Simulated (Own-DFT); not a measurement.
# Strain and stress in wurtzite AlN, 128 atoms (Al64N64)

These are calculations, not measurements. They come from Own-DFT, an in-house plane-wave density functional program, since retired, whose code no person has reviewed. Each row is one single-point run on a periodic cell that was not relaxed, without spin or spin-orbit coupling.

Settings of every run: PBE; PseudoDojo norm-conserving scalar-relativistic files; cutoff 42 hartree; 3 x 3 x 3 k mesh centred on Gamma; Gaussian smearing of 0.01 eV.

Known limits: k mesh not checked against a denser one; stress not checked against mesh or cutoff.

Unstrained cell vectors in Å: (12.448, 0.000, 0.000); (-6.224, 10.780, 0.000); (0.000, 0.000, 9.964). The unstrained cell has measured lattice constants (interpolated for alloys), not those of this functional. That, the random moves and any unrelaxed bonds set the pressure at no strain. Each run strains this cell uniformly, with the atoms carried along. Every atom was also moved at random, by a Gaussian of width 0.05 Å on each axis. Strain is the symmetric tensor, in per cent. Stress is positive in tension, and the pressure is minus a third of its trace.

```
run,e_xx (%),e_yy (%),e_zz (%),e_yz (%),e_xz (%),e_xy (%),s_xx (GPa),s_yy (GPa),s_zz (GPa),s_yz (GPa),s_xz (GPa),s_xy (GPa),P (GPa),E (meV/atom)
1,-1.10,1.30,1.08,0.50,1.62,-1.94,-10.40,-1.08,-0.68,1.52,3.41,-7.48,4.05,34.0
2,0.48,-0.25,-0.83,0.60,-0.27,1.42,-3.78,-7.77,-10.00,1.40,-0.17,5.16,7.18,11.1
3,1.02,0.16,-1.06,1.99,-1.99,0.63,-0.63,-5.23,-10.44,5.20,-4.92,2.42,5.44,11.0
4,-0.13,1.11,0.81,-1.57,-0.95,1.48,-4.81,-0.74,-0.74,-4.03,-2.09,4.99,2.10,6.1
5,0.79,0.01,1.22,1.83,-1.05,-0.08,-1.30,-3.20,-0.36,4.04,-2.64,-1.46,1.62,1.9
6,1.17,-0.79,-1.64,1.36,-1.48,1.64,-2.06,-10.30,-12.13,3.73,-3.61,5.36,8.16,13.1
7,0.48,-1.67,1.84,-0.54,0.18,-1.06,-3.29,-12.03,1.55,-1.97,0.27,-4.57,4.59,7.2
8,1.87,1.96,-0.47,-0.65,0.87,-1.87,2.29,4.36,-5.02,-1.10,2.41,-6.08,-0.54,12.1
9,1.02,0.35,0.43,1.44,1.96,0.56,-0.25,-4.49,-1.49,4.20,4.69,1.85,2.08,6.7
10,-0.39,-0.86,-0.59,1.93,1.89,-0.56,-10.17,-11.04,-8.99,4.65,5.35,-1.27,10.07,33.3
11,0.32,-1.40,0.75,1.58,-0.44,0.41,-5.04,-12.03,-2.93,3.75,-1.82,1.25,6.67,8.0
12,0.49,0.25,-1.41,-1.12,0.12,1.53,-3.81,-5.03,-12.66,-2.89,-0.08,4.46,7.17,15.4
13,-1.19,-0.45,-1.74,-1.08,-1.10,-0.43,-12.86,-9.79,-17.41,-3.15,-3.71,-2.03,13.35,25.0
14,-0.41,-0.31,1.52,-0.75,-0.39,0.57,-6.32,-6.94,1.01,-1.46,-0.83,2.74,4.08,0.0
15,1.14,0.33,-0.01,0.62,1.71,0.55,-1.82,-2.63,-3.95,1.41,4.14,2.42,2.80,3.4
16,1.03,-1.24,-0.97,1.12,-1.34,-1.02,?,?,?,?,?,?,?,?
```

E is the free energy for each atom above the lowest run shown.

## Worked fit

Each stress component was fitted by least squares to a constant and the strains of the runs shown, as fractions, with shears doubled. Shear strains stay in the fit of a normal stress only where such slopes are resolved. The slopes, in GPa:

| stress | at no strain | per e_xx | per e_yy | per e_zz | scatter |
|---|---|---|---|---|---|
| s_xx | -6.0 | 466 ± 29 | 44 ± 26 | 66 ± 21 | 0.93 |
| s_yy | -6.1 | 95 ± 23 | 457 ± 20 | 66 ± 16 | 0.72 |
| s_zz | -6.0 | 119 ± 27 | 79 ± 24 | 491 ± 20 | 0.87 |

Each shear stress against twice its own strain: yz 128 ± 5, xz 127 ± 6, xy 179 ± 10 GPa. These are stiffnesses along x, y and z of the frame in which the cell vectors are given, which need not be the crystal's axes. The atoms are held to the strained lattice; where symmetry lets them move under strain, relaxing them would lower some slopes. The table should be nearly symmetric about its diagonal, and what it lacks of that shows the noise. A ninth of its sum, 209 ± 5 GPa, estimates the bulk modulus near the mean pressure of these runs, 5.3 GPa, so it lies above the value at zero pressure.

## Withheld run

Question: what normal stresses and pressure should run 16 give?

The fit gives s_xx = -2.4, s_yy = -11.5, s_zz = -10.5 and P = 8.1 GPa. The calculation gave -3.42, -11.27, -11.45 and P = 8.71 GPa.
